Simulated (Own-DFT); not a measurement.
# Computed records: SiC (3C silicon carbide, strained, atoms displaced)

Computed with Own-DFT development build. A calculation, not a measurement: plane-wave PBE density functional theory by an unreviewed code, no spin, of a simulated periodic cell, stress positive in tension, free energy of the whole cell less one offset for each atom, forces on such cells passed a denser k mesh, this cell's mesh not checked; offsets are fitted by least squares, one for each functional and potential file, so energies compare only between cells with the same atoms and settings and are not formation energies; the far tail of each file's local potential was reset to the Coulomb form; each entry is a single point on an unrelaxed cell, so the pressure reflects the starting lattice, mostly measured values (interpolated for alloys), from which strain is counted, and rises with the displacements; printed positions are rounded, which can move forces by about a meV/angstrom; the program, named Own-DFT, is a retired in-house code; no spin-orbit coupling.

Common to all runs: functional PBE; potential files PseudoDojo norm-conserving, scalar-relativistic, standard set; wave cutoff 42 hartree; occupations Fermi-Dirac; smearing width 0.1 eV; hardware one NVIDIA H100; k mesh 4 x 4 x 4 centred on Gamma.

(1) SiC (3C silicon carbide, strained, atoms displaced)

```
cell vectors (Å)
   8.7015     0.0270     0.0730
   0.0270     8.7287     0.1090
   0.0730     0.1090     8.5628
atoms (fractions of the cell vectors)
Si  0.00374  0.99682  0.00364
Si  0.00387  0.25471  0.24947
Si  0.26330  0.99924  0.24168
Si  0.25711  0.24243  0.99835
C   0.12402  0.12673  0.12434
C   0.12401  0.37074  0.37746
C   0.38083  0.12989  0.37928
C   0.38466  0.37982  0.12583
Si  0.00187  0.99864  0.49288
Si  0.00633  0.25477  0.75141
Si  0.25250  0.00313  0.75012
Si  0.25339  0.25417  0.49494
C   0.12636  0.14142  0.62552
C   0.12328  0.38519  0.86683
C   0.37045  0.11766  0.87208
C   0.37745  0.37247  0.63021
Si  0.99301  0.49837  0.00181
Si  0.01313  0.75570  0.24455
Si  0.25823  0.49704  0.24362
Si  0.25237  0.75415  0.99522
C   0.12352  0.62035  0.13395
C   0.12422  0.88447  0.38284
C   0.37288  0.61077  0.36967
C   0.36633  0.87635  0.12223
Si  0.99319  0.50022  0.49524
Si  0.00846  0.74451  0.74871
Si  0.24272  0.49610  0.74645
Si  0.25360  0.73870  0.48855
C   0.12866  0.60574  0.63458
C   0.13666  0.87544  0.87244
C   0.37366  0.61799  0.88225
C   0.37521  0.88266  0.62262
Si  0.50528  0.00100  0.00736
Si  0.49867  0.25410  0.24378
Si  0.74359  0.00348  0.24738
Si  0.74830  0.25219  0.99924
C   0.62727  0.13159  0.12536
C   0.62514  0.37438  0.38439
C   0.88302  0.12000  0.37164
C   0.87286  0.37065  0.12356
Si  0.49412  0.00156  0.48827
Si  0.50317  0.25628  0.74761
Si  0.74513  0.99975  0.74997
Si  0.74226  0.23587  0.49904
C   0.62168  0.12382  0.61880
C   0.62764  0.38128  0.87858
C   0.86722  0.12912  0.87942
C   0.88264  0.37870  0.61365
Si  0.49725  0.50334  0.00159
Si  0.49635  0.75556  0.25026
Si  0.75291  0.49473  0.24949
Si  0.75420  0.74873  0.99907
C   0.62191  0.61907  0.12566
C   0.62703  0.88125  0.37774
C   0.86950  0.62608  0.37375
C   0.87790  0.87281  0.13506
Si  0.50413  0.50609  0.50186
Si  0.49531  0.76139  0.74974
Si  0.76508  0.50191  0.75269
Si  0.75778  0.74890  0.50743
C   0.62871  0.62550  0.62028
C   0.62831  0.87681  0.86813
C   0.87202  0.62578  0.86372
C   0.87473  0.88062  0.61975
```

The calculation gives: free energy of cell above offsets -4.078 eV; pressure 10.07 GPa; stress xx -9.02 GPa; stress yy -8.36 GPa; stress zz -12.84 GPa; stress yz 6.88 GPa; stress xz 4.52 GPa; stress xy 2.68 GPa; wall time 376.8 s.

Force:
```tsv
element	x (eV/Å)	y (eV/Å)	z (eV/Å)
Si	-0.773	0.855	-0.764
Si	-0.26	-1.041	0.315
Si	-3.17	2.272	2.913
Si	-1.196	2.071	-0.301
C	0.993	-0.395	0.028
C	0.614	1.523	-1.66
C	-1.515	0.122	-2.955
C	-2.071	-1.788	-1.116
Si	-0.276	2.166	2.62
Si	-1.813	0.234	-0.416
Si	-0.81	0.671	-1.889
Si	0.076	0.069	1.49
C	0.356	-3.34	-0.241
C	-0.612	-2.575	3.523
C	2.536	1.232	0.965
C	-0.572	1.372	-1.462
Si	1.383	0.644	-0.641
Si	-1.951	-0.681	2.712
Si	-2.125	-0.843	0.964
Si	-0.217	-2.234	0.847
C	0.685	0.609	-2.413
C	2.768	-2.874	-2.771
C	1.017	2.437	0.212
C	2.722	-1.144	-0.361
Si	2.027	0.526	-0.61
Si	-0.184	1.284	-0.672
Si	4.632	-0.864	1.805
Si	-1.039	1.261	2.496
C	-2.364	4.64	-4.539
C	-2.661	-0.205	0.011
C	-0.682	2.016	-2.061
C	-0.759	-1.456	-0.856
Si	-0.357	0.141	-1.997
Si	1.454	0.146	2.411
Si	2.307	-0.246	0.899
Si	0.289	0.496	-0.185
C	-1.148	-0.959	-0.127
C	-0.112	-0.428	-2.023
C	-2.127	0.977	-0.711
C	0.121	0.341	0.265
Si	1.756	-0.286	2.6
Si	0.372	-1.185	0.797
Si	1.582	1.443	-1.025
Si	2.962	2.64	-0.761
C	-1.039	-1.167	1.764
C	-0.145	-0.488	-0.778
C	1.702	-1.164	-1.084
C	-2.522	-2.388	2.636
Si	1.901	-0.066	-0.724
Si	1.224	-1.349	0.156
Si	-0.92	0.721	0.993
Si	-0.61	0.023	0.264
C	0.593	1.603	0.04
C	-0.859	-1.449	-0.738
C	1.643	0.481	-0.669
C	-0.719	0.33	-2.358
Si	0.076	-1.548	0.618
Si	0.855	-2.418	-0.174
Si	-3.014	-1.615	-2.609
Si	-1.042	0.674	-1.672
C	-0.688	0.622	1.824
C	-1.084	-0.659	2.599
C	1.764	1.189	3.109
C	1.025	-0.974	1.486
```

(2) SiC (3C silicon carbide, strained, atoms displaced)

```
cell vectors (Å)
   8.8936    -0.0432     0.0195
  -0.0432     8.8611    -0.0163
   0.0195    -0.0163     8.6718
atoms (fractions of the cell vectors)
Si  0.99717  0.98861  0.00963
Si  0.00019  0.24587  0.24463
Si  0.25013  0.99827  0.25149
Si  0.25553  0.24527  0.98823
C   0.12282  0.12375  0.13079
C   0.11662  0.36634  0.38109
C   0.38578  0.12860  0.37874
C   0.37584  0.37171  0.11937
Si  0.99523  0.99676  0.49693
Si  0.00393  0.24539  0.74533
Si  0.25035  0.00150  0.75154
Si  0.23454  0.25508  0.50202
C   0.12695  0.12147  0.62574
C   0.12627  0.36433  0.87631
C   0.37655  0.12728  0.87346
C   0.38045  0.37355  0.61694
Si  0.00460  0.50738  0.00476
Si  0.00589  0.74155  0.23947
Si  0.25080  0.50022  0.25135
Si  0.23133  0.74747  0.99680
C   0.13144  0.62652  0.12556
C   0.12530  0.87304  0.36869
C   0.37728  0.61881  0.38010
C   0.36987  0.87345  0.11795
Si  0.99636  0.50219  0.50791
Si  0.00398  0.75357  0.74987
Si  0.24919  0.50105  0.75565
Si  0.24536  0.74881  0.49993
C   0.12541  0.61959  0.62205
C   0.11874  0.88012  0.87276
C   0.37315  0.62548  0.87859
C   0.36731  0.86221  0.62786
Si  0.50157  0.99763  0.99188
Si  0.50203  0.25231  0.25905
Si  0.75592  0.00343  0.24891
Si  0.74971  0.24981  0.00712
C   0.63072  0.12944  0.12274
C   0.62774  0.36776  0.37488
C   0.88360  0.12060  0.37545
C   0.87547  0.37470  0.12465
Si  0.50114  0.99904  0.49810
Si  0.50259  0.24810  0.74429
Si  0.74577  0.00569  0.74890
Si  0.74734  0.24628  0.50839
C   0.62887  0.12422  0.62689
C   0.62695  0.36941  0.86433
C   0.88327  0.11917  0.87144
C   0.87485  0.37827  0.61977
Si  0.49415  0.48982  0.99273
Si  0.49347  0.74884  0.25341
Si  0.74014  0.48905  0.24841
Si  0.74422  0.75854  0.00439
C   0.63308  0.62680  0.12822
C   0.63169  0.87431  0.37446
C   0.87967  0.63070  0.37859
C   0.87333  0.87383  0.12291
Si  0.50169  0.51665  0.49859
Si  0.49323  0.74432  0.74827
Si  0.74219  0.49584  0.75500
Si  0.75277  0.74750  0.49648
C   0.62772  0.62724  0.63183
C   0.62594  0.87021  0.86911
C   0.87483  0.63048  0.87954
C   0.88126  0.87355  0.62665
```

Question: Give the missing stress zz for SiC (3C silicon carbide, strained, atoms displaced) (entry 2).
Answer: -1.87 GPa

Further results for SiC (3C silicon carbide, strained, atoms displaced) (entry 2):

* free energy of cell above offsets: -6.566 eV
* pressure: -1.83 GPa
* stress xx: 4.24 GPa
* stress yy: 3.1 GPa
* stress yz: 0.59 GPa
* stress xz: 1.11 GPa
* stress xy: -2.72 GPa
* wall time: 356.8 s

Force:
```tsv
element	x (eV/Å)	y (eV/Å)	z (eV/Å)
Si	0.617	2.753	-1.866
Si	-0.372	0.69	0.982
Si	0.836	0.817	-0.279
Si	-1.402	0.237	2.672
C	1.094	-0.652	-1.482
C	0.044	2.326	-1.653
C	-2.474	-0.886	0.029
C	-0.408	-0.237	1.181
Si	1.435	-0.475	0.48
Si	-1.008	0.369	0.714
Si	-0.079	-0.505	-0.441
Si	3.461	-1.147	0.178
C	-0.317	-0.243	-0.535
C	-0.205	2.003	-0.322
C	0.876	-1.188	-1.02
C	-0.937	0.815	0.991
Si	-1.339	-1.954	-1.207
Si	-1.852	1.665	2.384
Si	0.173	-1.497	0.235
Si	3.764	1.57	-0.775
C	-0.738	-1.578	0.413
C	-0.03	-0.449	0.666
C	-1.47	1.896	-1.41
C	0.158	-0.057	0.555
Si	0.019	-0.14	-1.95
Si	-1.253	-0.881	-0.411
Si	0.452	-1.115	-1.271
Si	-0.201	-0.472	-0.522
C	0.182	0.855	1.378
C	0.976	-0.843	0.727
C	-0.724	-0.353	-0.061
C	0.891	2.156	-0.299
Si	-0.036	0.095	1.138
Si	-0.323	-0.626	-2.011
Si	-0.559	-0.403	0.261
Si	1.396	0.073	-2.557
C	-1.345	-1.3	0.933
C	-0.36	1.341	1.268
C	-1.79	0.867	-0.042
C	0.281	0.316	0.229
Si	0.101	-0.552	0.449
Si	-0.801	0.396	-0.427
Si	2.011	-1.696	0.496
Si	1.472	0.685	-1.899
C	-1.242	-0.604	-0.191
C	-0.974	-0.346	2.308
C	-1.363	0.582	1.111
C	-0.736	-1.033	1.887
Si	1.468	1.68	0.637
Si	1.193	0.32	-1.241
Si	2.349	1.789	0.303
Si	0.791	-1.644	-0.944
C	-2.34	-0.817	-0.336
C	-1.232	0.166	-0.055
C	-0.248	-1.767	-1.141
C	0.008	-0.628	1.178
Si	0.915	-3.766	1.296
Si	0.85	0.522	0.675
Si	2.506	1.369	-0.924
Si	0.453	0.856	1.09
C	-0.331	-0.054	-1.103
C	-0.919	0.923	0.206
C	0.124	-0.525	-0.175
C	-1.487	0.301	-0.501
```
